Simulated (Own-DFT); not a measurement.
## Calculated data, SiC (4H silicon carbide, atoms displaced)

All values are calculated (Own-DFT development build). A calculation, not a measurement: plane-wave PBE density functional theory by an unreviewed code, no spin, of a simulated periodic cell, stress positive in tension, free energy of the whole cell less one offset for each atom, forces on such cells passed a denser k mesh, this cell's mesh not checked; offsets are fitted by least squares, one for each functional and potential file, so energies compare only between cells with the same atoms and settings and are not formation energies; the far tail of each file's local potential was reset to the Coulomb form; each entry is a single point on an unrelaxed cell, so the pressure reflects the starting lattice, mostly measured values (interpolated for alloys), from which strain is counted, and rises with the displacements; printed positions are rounded, which can move forces by about a meV/angstrom; the program, named Own-DFT, is a retired in-house code; no spin-orbit coupling.

Settings shared by all entries: functional PBE; potential files PseudoDojo norm-conserving, scalar-relativistic, standard set; wave cutoff 42 hartree; occupations Fermi-Dirac; smearing width 0.1 eV; hardware one NVIDIA H200; k mesh 3 x 3 x 3 centred on Gamma.

(1) SiC (4H silicon carbide, atoms displaced)

```
CELL_PARAMETERS angstrom
12.33080 0.00000 0.00000
-6.16540 10.67880 0.00000
0.00000 0.00000 10.06810
ATOMIC_POSITIONS crystal
Si 0.99828 0.00094 0.41113
Si 0.07553 0.15712 0.15936
C 0.99718 0.00007 0.09714
C 0.07884 0.15792 0.34218
Si 0.99868 0.25022 0.40237
Si 0.08510 0.42005 0.16133
C 0.98678 0.23795 0.09865
C 0.08236 0.40488 0.34611
Si 0.98960 0.48873 0.40285
Si 0.07318 0.65423 0.16561
C 0.01062 0.50257 0.08754
C 0.08862 0.66387 0.34583
Si 0.00759 0.74925 0.39930
Si 0.08825 0.91894 0.16287
C 0.99312 0.74477 0.08611
C 0.07855 0.91708 0.35037
Si 0.24863 0.99910 0.40366
Si 0.34424 0.17404 0.16136
C 0.26045 0.00981 0.09057
C 0.33079 0.17039 0.34187
Si 0.25221 0.24782 0.40919
Si 0.34398 0.42272 0.15231
C 0.26303 0.26181 0.09471
C 0.33685 0.42305 0.34865
Si 0.24615 0.50066 0.39375
Si 0.33286 0.66347 0.16198
C 0.24935 0.51013 0.09489
C 0.33587 0.66715 0.33534
Si 0.24458 0.75098 0.40805
Si 0.33344 0.92002 0.15271
C 0.24751 0.74914 0.09196
C 0.33313 0.91724 0.35270
Si 0.49367 0.00226 0.41016
Si 0.58066 0.16596 0.16320
C 0.50284 0.00069 0.08870
C 0.58327 0.16762 0.34262
Si 0.50177 0.25120 0.40852
Si 0.58184 0.41249 0.15544
C 0.49767 0.24999 0.10480
C 0.58209 0.41964 0.35237
Si 0.48811 0.49574 0.40697
Si 0.57177 0.65870 0.15062
C 0.50499 0.49498 0.09058
C 0.58363 0.67259 0.33647
Si 0.49714 0.75170 0.40865
Si 0.58280 0.92073 0.15997
C 0.51004 0.76247 0.09682
C 0.58125 0.91432 0.33458
Si 0.75574 0.00508 0.40723
Si 0.83603 0.16728 0.15057
C 0.74422 0.00410 0.08715
C 0.82974 0.16038 0.33435
Si 0.74520 0.25174 0.41800
Si 0.83064 0.41318 0.15201
C 0.74668 0.24584 0.09849
C 0.82728 0.41782 0.33600
Si 0.74069 0.49619 0.39976
Si 0.83113 0.67137 0.15407
C 0.74925 0.50026 0.10269
C 0.83388 0.66282 0.34036
Si 0.74219 0.74296 0.40297
Si 0.83800 0.92459 0.15398
C 0.75916 0.75768 0.09885
C 0.82763 0.91007 0.34170
Si 0.99418 0.00382 0.89995
Si 0.91285 0.83145 0.65056
C 0.00502 0.00510 0.59198
C 0.91968 0.83165 0.84465
Si 0.00387 0.75309 0.90048
Si 0.91254 0.58225 0.66033
C 0.99083 0.73794 0.59550
C 0.91547 0.58122 0.85242
Si 0.98759 0.49189 0.90941
Si 0.91149 0.33435 0.65736
C 0.99882 0.49031 0.59890
C 0.91206 0.32614 0.84748
Si 0.99545 0.25505 0.91206
Si 0.90091 0.07537 0.65222
C 0.00062 0.24409 0.60111
C 0.91179 0.08493 0.83629
Si 0.74942 0.99559 0.91269
Si 0.67693 0.83431 0.65070
C 0.76109 0.00449 0.59529
C 0.66065 0.83544 0.84090
Si 0.75497 0.75265 0.89821
Si 0.66893 0.58541 0.65121
C 0.75711 0.74588 0.58859
C 0.67244 0.57658 0.85708
Si 0.75612 0.50526 0.90536
Si 0.66455 0.33190 0.65788
C 0.74565 0.49078 0.58889
C 0.66073 0.33415 0.84243
Si 0.74950 0.25415 0.91557
Si 0.67122 0.09972 0.65048
C 0.74826 0.24997 0.59857
C 0.66654 0.08480 0.84527
Si 0.50495 0.00455 0.91252
Si 0.41275 0.82344 0.65930
C 0.50635 0.00700 0.57866
C 0.42188 0.83210 0.84498
Si 0.49448 0.73909 0.89625
Si 0.41641 0.58154 0.63707
C 0.51077 0.74950 0.60033
C 0.41250 0.58285 0.83452
Si 0.49982 0.49831 0.89575
Si 0.41713 0.33055 0.65924
C 0.50028 0.49992 0.58837
C 0.40766 0.32405 0.85215
Si 0.49979 0.25527 0.91354
Si 0.41376 0.08704 0.65561
C 0.50197 0.25042 0.59265
C 0.42071 0.07733 0.83754
Si 0.25816 0.00228 0.91784
Si 0.16234 0.82910 0.65879
C 0.24885 0.00212 0.59598
C 0.17609 0.83685 0.84268
Si 0.25527 0.75251 0.90071
Si 0.16508 0.58122 0.65256
C 0.25241 0.74248 0.59222
C 0.16923 0.57793 0.83973
Si 0.25013 0.50098 0.90249
Si 0.16053 0.32825 0.65613
C 0.24282 0.49536 0.58497
C 0.16898 0.33655 0.83554
Si 0.24881 0.25312 0.89481
Si 0.16678 0.09399 0.65810
C 0.25162 0.24497 0.59679
C 0.16430 0.07479 0.83691
```

- free energy of cell above offsets: -6.378 eV
- pressure: 6 GPa
- stress xx: -5.66 GPa
- stress yy: -5.62 GPa
- stress zz: -6.71 GPa
- stress yz: 0.39 GPa
- stress xz: -1.1 GPa
- stress xy: -1.4 GPa
- wall time: 548.2 s

Force:
| element | x (eV/Å) | y (eV/Å) | z (eV/Å) |
| --- | --- | --- | --- |
| Si | -0.915 | -1.229 | -0.702 |
| Si | 1.362 | 2.759 | -0.619 |
| C | 1.809 | -0.213 | -1.779 |
| C | 0.181 | 2.096 | 0.943 |
| Si | 0.452 | -3.343 | 1.557 |
| Si | 0.607 | -1.878 | -1.127 |
| C | 3.999 | 3.812 | -1.613 |
| C | -2.055 | 2.999 | -1.429 |
| Si | 0.857 | 0.91 | 1.296 |
| Si | 0.797 | 3.397 | -3.181 |
| C | -2.357 | -1.965 | 1.867 |
| C | -1.702 | -1.523 | 0.295 |
| Si | -2.619 | -0.983 | 1.485 |
| Si | -0.997 | -0.749 | -1.67 |
| C | 1.593 | 0.998 | 1.882 |
| C | 1.812 | -0.338 | -0.916 |
| Si | -0.539 | 0.833 | 1.574 |
| Si | -3.661 | -0.816 | -0.64 |
| C | -1.235 | -0.585 | 3.158 |
| C | 2.059 | -1.021 | 0.978 |
| Si | -1.943 | 0.738 | -0.582 |
| Si | -1.985 | -0.31 | 0.855 |
| C | -1.753 | -2.541 | -0.846 |
| C | -2.031 | -2.617 | -1.881 |
| Si | 1.048 | 0.237 | 2.172 |
| Si | -0.218 | 3.648 | -3.069 |
| C | 1.989 | -3.032 | -0.81 |
| C | -1.485 | 0.022 | 3.52 |
| Si | 3.147 | -0.081 | -0.311 |
| Si | 1.149 | -1.517 | 0.673 |
| C | -0.101 | 0.153 | 0.721 |
| C | -1.203 | -0.259 | -2.172 |
| Si | 2.339 | -0.427 | -3.369 |
| Si | 0.841 | -0.236 | -1.51 |
| C | -1.369 | 0.599 | 2.582 |
| C | -0.54 | 0.037 | 1.61 |
| Si | -0.826 | 0.068 | -0.555 |
| Si | 0.729 | 1.401 | 1.637 |
| C | 2.634 | 0.392 | -2.115 |
| C | -1.727 | -1.483 | -1.976 |
| Si | 3.468 | 2.609 | -0.431 |
| Si | 2.31 | 2.909 | 0.348 |
| C | -1.387 | 1.23 | -1.028 |
| C | -0.821 | -2.38 | 1.508 |
| Si | 1.217 | 0.319 | -1 |
| Si | 0.751 | -0.025 | -1.76 |
| C | -1.202 | -3.823 | -2.005 |
| C | -0.562 | 1.319 | 3.894 |
| Si | -0.723 | -2.203 | -0.879 |
| Si | -3.587 | -1.959 | 1.3 |
| C | 1.737 | -0.395 | 2.307 |
| C | -0.393 | 2.274 | 2.197 |
| Si | 1.187 | -0.397 | -3.598 |
| Si | 0.244 | 0.504 | 0.181 |
| C | -0.32 | 1.036 | -0.272 |
| C | 1.019 | -1.148 | 1.655 |
| Si | 2.06 | 1.708 | 0.878 |
| Si | 1 | -0.867 | 0.472 |
| C | 0.315 | -0.262 | -2.02 |
| C | -0.201 | 0.659 | 0.675 |
| Si | 1.583 | 0.863 | -1.294 |
| Si | -1.838 | -1.83 | 0.795 |
| C | -2.583 | -0.655 | -2.156 |
| C | 0.515 | 1.422 | 0.968 |
| Si | 1.737 | -0.466 | 0.555 |
| Si | 2.677 | 1.424 | 0.909 |
| C | -1.542 | -1.283 | 0.898 |
| C | -1.022 | 0.921 | -1.639 |
| Si | 1.057 | -0.248 | 1.116 |
| Si | 0.685 | -2.246 | -0.381 |
| C | 1.102 | 2.493 | -0.914 |
| C | 0.453 | 0.936 | -1.866 |
| Si | 3.135 | 1.266 | -1.417 |
| Si | 2.482 | -1.691 | 1.007 |
| C | -1.807 | 2.242 | -1.589 |
| C | -1.921 | 1.871 | -0.374 |
| Si | 2.468 | -2.035 | -0.842 |
| Si | 7.628 | 4.339 | 2.458 |
| C | -2.615 | 0.133 | -1.997 |
| C | 0.3 | -0.126 | 1.735 |
| Si | -1.375 | 1.145 | -2.806 |
| Si | -1.027 | 0.358 | 1.168 |
| C | -7.266 | -3.329 | -3.242 |
| C | 2.617 | -1.149 | -0.527 |
| Si | -1.145 | -0.464 | 2.41 |
| Si | 0.565 | -1.907 | 1.061 |
| C | -2.431 | 0.344 | -0.014 |
| C | -3.579 | 2.458 | -3.512 |
| Si | 0.123 | -2.673 | 2.278 |
| Si | -0.665 | 0.244 | 0.288 |
| C | -0.086 | 1.556 | 0.516 |
| C | 1.367 | 0.642 | 1.214 |
| Si | -0.684 | -1.914 | -1.547 |
| Si | 0.44 | -6.426 | 2.749 |
| C | 0.064 | 3.415 | -1.177 |
| C | 0.477 | 0.708 | -0.414 |
| Si | 0.638 | -1.09 | -2.806 |
| Si | 1.333 | 2.435 | -0.44 |
| C | -0.43 | -0.784 | 5.122 |
| C | -1.012 | 0.51 | -0.259 |
| Si | 0.202 | 2.781 | 2.242 |
| Si | -1.034 | -0.571 | 2.294 |
| C | -1.914 | 0.332 | -2.159 |
| C | 1.579 | -1.814 | -0.21 |
| Si | -0.139 | -0.026 | 1.3 |
| Si | 0.025 | 0.468 | -0.226 |
| C | 0.356 | -0.541 | 1.515 |
| C | 1.963 | 2.49 | -2.42 |
| Si | 0.76 | -2.117 | -0.562 |
| Si | 1.274 | -1.443 | -0.587 |
| C | -0.568 | -0.001 | 0.46 |
| C | -1.461 | 1.801 | 2.153 |
| Si | -0.86 | -0.087 | -4.752 |
| Si | 0.533 | 1 | -0.707 |
| C | -0.466 | -0.55 | -0.852 |
| C | -1.42 | -0.473 | 0.631 |
| Si | 0.001 | -1.548 | 1.257 |
| Si | 0.699 | -1.242 | 0.831 |
| C | -1.763 | 1.013 | -0.12 |
| C | -2.443 | 1.08 | 0.046 |
| Si | 0.126 | -0.285 | 0.429 |
| Si | 1.036 | 1.203 | -1.223 |
| C | 1.039 | 0.372 | -0.321 |
| C | -1.09 | -0.435 | 2.339 |
| Si | -1.145 | -2.352 | 2.847 |
| Si | 1.343 | -4.376 | -0.112 |
| C | -0.755 | 3.187 | -1.005 |
| C | -0.549 | 1.664 | 2.524 |

(2) SiC (4H silicon carbide, atoms displaced)

```
CELL_PARAMETERS angstrom
12.33080 0.00000 0.00000
-6.16540 10.67880 0.00000
0.00000 0.00000 10.06810
ATOMIC_POSITIONS crystal
Si 0.99599 0.98718 0.40328
Si 0.08145 0.16143 0.16177
C 0.99458 0.99179 0.08870
C 0.08336 0.16472 0.34571
Si 0.99796 0.25178 0.39455
Si 0.08243 0.41785 0.15187
C 0.00797 0.26144 0.10557
C 0.08710 0.41207 0.34820
Si 0.99705 0.49648 0.40249
Si 0.08212 0.67837 0.15702
C 0.00626 0.49935 0.09589
C 0.07863 0.66829 0.34868
Si 0.00190 0.75307 0.40660
Si 0.07927 0.91171 0.14790
C 0.99986 0.75397 0.08970
C 0.08761 0.93445 0.33844
Si 0.25322 0.00625 0.40949
Si 0.33528 0.17344 0.15947
C 0.25809 0.00888 0.09400
C 0.33727 0.17435 0.34890
Si 0.25595 0.25715 0.40273
Si 0.32743 0.41447 0.14813
C 0.25225 0.25145 0.10252
C 0.33585 0.41931 0.35379
Si 0.25492 0.50050 0.39643
Si 0.33293 0.66366 0.16610
C 0.24334 0.49721 0.08273
C 0.32527 0.66001 0.33760
Si 0.24406 0.74598 0.41148
Si 0.32463 0.92124 0.15904
C 0.24838 0.74294 0.09712
C 0.32674 0.91586 0.34466
Si 0.50156 0.00428 0.41208
Si 0.59206 0.17065 0.14940
C 0.50400 0.00708 0.09013
C 0.59051 0.17239 0.34725
Si 0.50850 0.25842 0.41020
Si 0.58721 0.42062 0.15893
C 0.49988 0.24935 0.09715
C 0.57728 0.41470 0.33779
Si 0.49691 0.49115 0.41177
Si 0.59303 0.67021 0.15070
C 0.50874 0.50372 0.09015
C 0.58463 0.65759 0.34279
Si 0.50757 0.74715 0.40766
Si 0.58724 0.91463 0.14630
C 0.50179 0.75589 0.08096
C 0.58266 0.91415 0.33830
Si 0.74029 0.99275 0.41317
Si 0.82370 0.15770 0.16112
C 0.74980 0.99641 0.09782
C 0.83814 0.16847 0.33641
Si 0.73937 0.24240 0.41770
Si 0.83049 0.41545 0.14705
C 0.74815 0.25579 0.10670
C 0.84478 0.43172 0.34625
Si 0.74937 0.49940 0.39566
Si 0.83096 0.66067 0.16253
C 0.76149 0.50005 0.08923
C 0.83265 0.66422 0.33941
Si 0.74564 0.74795 0.41521
Si 0.82542 0.90376 0.15006
C 0.75097 0.74503 0.10453
C 0.82355 0.91298 0.34562
Si 0.00056 0.00461 0.90371
Si 0.91594 0.83641 0.66253
C 0.00843 0.00286 0.60135
C 0.92145 0.84324 0.83971
Si 0.99895 0.75230 0.89097
Si 0.91622 0.58466 0.65829
C 0.00918 0.75449 0.58717
C 0.91482 0.57486 0.85076
Si 0.00179 0.50276 0.90892
Si 0.91863 0.33808 0.65471
C 0.99503 0.50165 0.58646
C 0.91774 0.33922 0.85296
Si 0.00799 0.25560 0.90185
Si 0.92034 0.08008 0.66160
C 0.99376 0.24210 0.59189
C 0.91430 0.08460 0.83791
Si 0.75733 0.00936 0.90060
Si 0.66548 0.82443 0.65061
C 0.74377 0.00131 0.59429
C 0.66730 0.83199 0.84295
Si 0.75607 0.75664 0.90722
Si 0.66253 0.58417 0.65346
C 0.75077 0.75617 0.59673
C 0.66759 0.58868 0.83935
Si 0.75177 0.49872 0.91455
Si 0.66672 0.33524 0.64770
C 0.74799 0.49372 0.59980
C 0.66427 0.33297 0.83298
Si 0.75101 0.24639 0.90814
Si 0.66557 0.09791 0.64426
C 0.74916 0.24720 0.59865
C 0.67306 0.09868 0.85410
Si 0.50702 0.00285 0.90777
Si 0.42076 0.82633 0.66380
C 0.49770 0.99490 0.59894
C 0.41496 0.84049 0.84103
Si 0.51192 0.75479 0.91271
Si 0.40285 0.58534 0.64360
C 0.50359 0.74803 0.59317
C 0.41174 0.57722 0.84866
Si 0.50025 0.50824 0.91218
Si 0.40295 0.32450 0.65941
C 0.49786 0.49795 0.59545
C 0.42271 0.33793 0.84685
Si 0.49887 0.24556 0.90572
Si 0.41470 0.08473 0.66306
C 0.50280 0.25678 0.59707
C 0.41807 0.08822 0.84755
Si 0.25069 0.00544 0.90293
Si 0.16189 0.83484 0.65779
C 0.24532 0.99484 0.59375
C 0.17945 0.83859 0.84771
Si 0.25770 0.74882 0.90074
Si 0.16973 0.58099 0.64991
C 0.24914 0.75031 0.59527
C 0.15943 0.58994 0.84530
Si 0.25904 0.50481 0.90152
Si 0.17511 0.35144 0.65523
C 0.24604 0.48785 0.59988
C 0.15448 0.33213 0.84677
Si 0.25572 0.25524 0.91316
Si 0.16288 0.08634 0.65650
C 0.24280 0.24718 0.59257
C 0.16715 0.08994 0.84763
```

- free energy of cell above offsets: -3.345 eV
- pressure: 6.74 GPa
- stress xx: -5.71 GPa
- stress yy: -8.02 GPa
- stress zz: -6.5 GPa
- stress yz: 0.37 GPa
- stress xz: 0.34 GPa
- stress xy: -1.28 GPa
- wall time: 550 s

Force:
| element | x (eV/Å) | y (eV/Å) | z (eV/Å) |
| --- | --- | --- | --- |
| Si | -3.822 | 3.899 | 1.708 |
| Si | -0.811 | 0.613 | -0.426 |
| C | -0.605 | 1.111 | 0.214 |
| C | 0.064 | -0.301 | 0.299 |
| Si | 1.497 | -1.968 | 2.411 |
| Si | 0.776 | 1.148 | 1.849 |
| C | -0.475 | -5.029 | -2.719 |
| C | -1.029 | 2.519 | -1.279 |
| Si | 1.957 | 1.528 | 0.426 |
| Si | 2.215 | -2.682 | 0.032 |
| C | -2.959 | 1.48 | -0.276 |
| C | 1.156 | -0.052 | -0.982 |
| Si | -0.575 | 0.53 | -1.176 |
| Si | 0.563 | 2.647 | 1.086 |
| C | -0.86 | -1.302 | -0.818 |
| C | 3.525 | -4.276 | -0.876 |
| Si | -0.579 | -0.016 | -0.587 |
| Si | 1.348 | -0.849 | 0.661 |
| C | -2.642 | -0.509 | -0.802 |
| C | 1.153 | -0.385 | -0.251 |
| Si | -1.575 | -2.257 | 1.126 |
| Si | 0.878 | 1.729 | 1.54 |
| C | -0.877 | -0.654 | -1.44 |
| C | 0.214 | 0.035 | -2.674 |
| Si | -1.653 | -1.141 | 1.478 |
| Si | -0.476 | 0.301 | -4.686 |
| C | 1.843 | 1.03 | 2.137 |
| C | 1.375 | 1.52 | 3.861 |
| Si | 0.127 | 1.038 | -1.222 |
| Si | 3.503 | -1.34 | -0.47 |
| C | -0.455 | 2.116 | -0.571 |
| C | 1.01 | 0.416 | 0.707 |
| Si | -0.525 | -1.343 | -1.357 |
| Si | -3.252 | -1.115 | 2.068 |
| C | 0.202 | -1.54 | 1.123 |
| C | -2.323 | -1.572 | -0.727 |
| Si | -1.019 | -2.014 | -0.436 |
| Si | 0.295 | -1.367 | -2.02 |
| C | 0.511 | 1.01 | -0.509 |
| C | 1.84 | 0.877 | 1.279 |
| Si | -0.1 | 1.681 | -0.419 |
| Si | -2.924 | -1.401 | 1.395 |
| C | -1.538 | -0.114 | 1.399 |
| C | -1.03 | 0.656 | 0.365 |
| Si | -1.584 | 0.069 | -1.657 |
| Si | -2.309 | 1.007 | 1.575 |
| C | 0.724 | -1.804 | 4.956 |
| C | -0.952 | -0.378 | 0.601 |
| Si | 1.346 | 1.998 | -1.63 |
| Si | 1.369 | 2.583 | -1.178 |
| C | 0.779 | 0.129 | -2.32 |
| C | -2.554 | -1.382 | 2.96 |
| Si | 4.002 | 2.735 | -2.345 |
| Si | 3.738 | 1.165 | 3.202 |
| C | 2.707 | -1.544 | -3.136 |
| C | -2.712 | -4.013 | -1.851 |
| Si | 0.235 | 0.128 | 2.281 |
| Si | 1.257 | 1.109 | -1.901 |
| C | -3.656 | 0.816 | 1.879 |
| C | -0.511 | 1.176 | 2.572 |
| Si | 1.049 | 0.203 | -2.51 |
| Si | 0.575 | 3.283 | 2.35 |
| C | 1.051 | -0.26 | -3.265 |
| C | 1.57 | -0.574 | -0.022 |
| Si | 0.097 | 0.577 | 0.503 |
| Si | 1.203 | 0.291 | -2.428 |
| C | -2.806 | -2.286 | -1.838 |
| C | -0.024 | -1.529 | 1.356 |
| Si | 1.679 | -0.386 | 2.344 |
| Si | 0.183 | -0.528 | -0.351 |
| C | -3.384 | -1.245 | 2.091 |
| C | -1.345 | 2.735 | -1.633 |
| Si | 0.556 | -0.611 | 1.137 |
| Si | 0.726 | -1.065 | 0.798 |
| C | 1.634 | -0.227 | 1.126 |
| C | 0.709 | -1.119 | -1.592 |
| Si | -4.821 | -1.88 | 2.905 |
| Si | -1.621 | 0.805 | -2.942 |
| C | 0.22 | 2.375 | -0.227 |
| C | 1.447 | 0.726 | 2.163 |
| Si | -1.669 | -1.4 | 0.909 |
| Si | -2.101 | 3.414 | 2.201 |
| C | 0.926 | -0.701 | 1.126 |
| C | 0.72 | 1.549 | -0.298 |
| Si | -0.104 | -1.528 | -0.098 |
| Si | 1.075 | -0.914 | 0.86 |
| C | 2.421 | -2.123 | -0.609 |
| C | 0.566 | 0.218 | 1.726 |
| Si | -1.384 | -0.53 | -4.024 |
| Si | -0.018 | -0.876 | 2.426 |
| C | -0.849 | 3.305 | -2.476 |
| C | 0.785 | -0.032 | 2.645 |
| Si | -1.205 | 5.426 | 1.294 |
| Si | 1.431 | -5.94 | 3.851 |
| C | -0.495 | 4.449 | -1.546 |
| C | 0.685 | -5.52 | -2.982 |
| Si | -1.562 | 0.75 | -0.318 |
| Si | -1.838 | 1.699 | -1.903 |
| C | -0.507 | 1.011 | -0.285 |
| C | 3.361 | -0.708 | 1.097 |
| Si | -2.597 | -1.269 | -4.051 |
| Si | 4.942 | -0.88 | 2.834 |
| C | -1.261 | -0.434 | -0.396 |
| C | 1.252 | 3.365 | -2.349 |
| Si | 2.192 | -1.51 | -2.317 |
| Si | 1.682 | 1.937 | 0.175 |
| C | -1.334 | -0.088 | -0.073 |
| C | -1.311 | -0.368 | 0.338 |
| Si | 0.283 | 2.501 | 0.497 |
| Si | 0.286 | -0.364 | -1.23 |
| C | -0.705 | -1.545 | -0.741 |
| C | 0.321 | -1.639 | -0.636 |
| Si | 0.625 | -0.198 | 1.013 |
| Si | 2.782 | 0.174 | 0.755 |
| C | -0.049 | 2.125 | 0.688 |
| C | -2.648 | -0.454 | -0.922 |
| Si | -2.058 | 0.387 | 2.334 |
| Si | -2.659 | 0.325 | 1.404 |
| C | 1.285 | -0.47 | 0.15 |
| C | 3.462 | -1.176 | -2 |
| Si | -4.689 | -1.583 | 0.824 |
| Si | -1.108 | -12.46 | 3.18 |
| C | -1.667 | 9.573 | -5.11 |
| C | 6.24 | 3.248 | -2.018 |
| Si | -0.856 | 0.075 | -0.762 |
| Si | 2.379 | 0.302 | 0.766 |
| C | 0.134 | 1.325 | 0.044 |
| C | 0.322 | -0.182 | -0.408 |
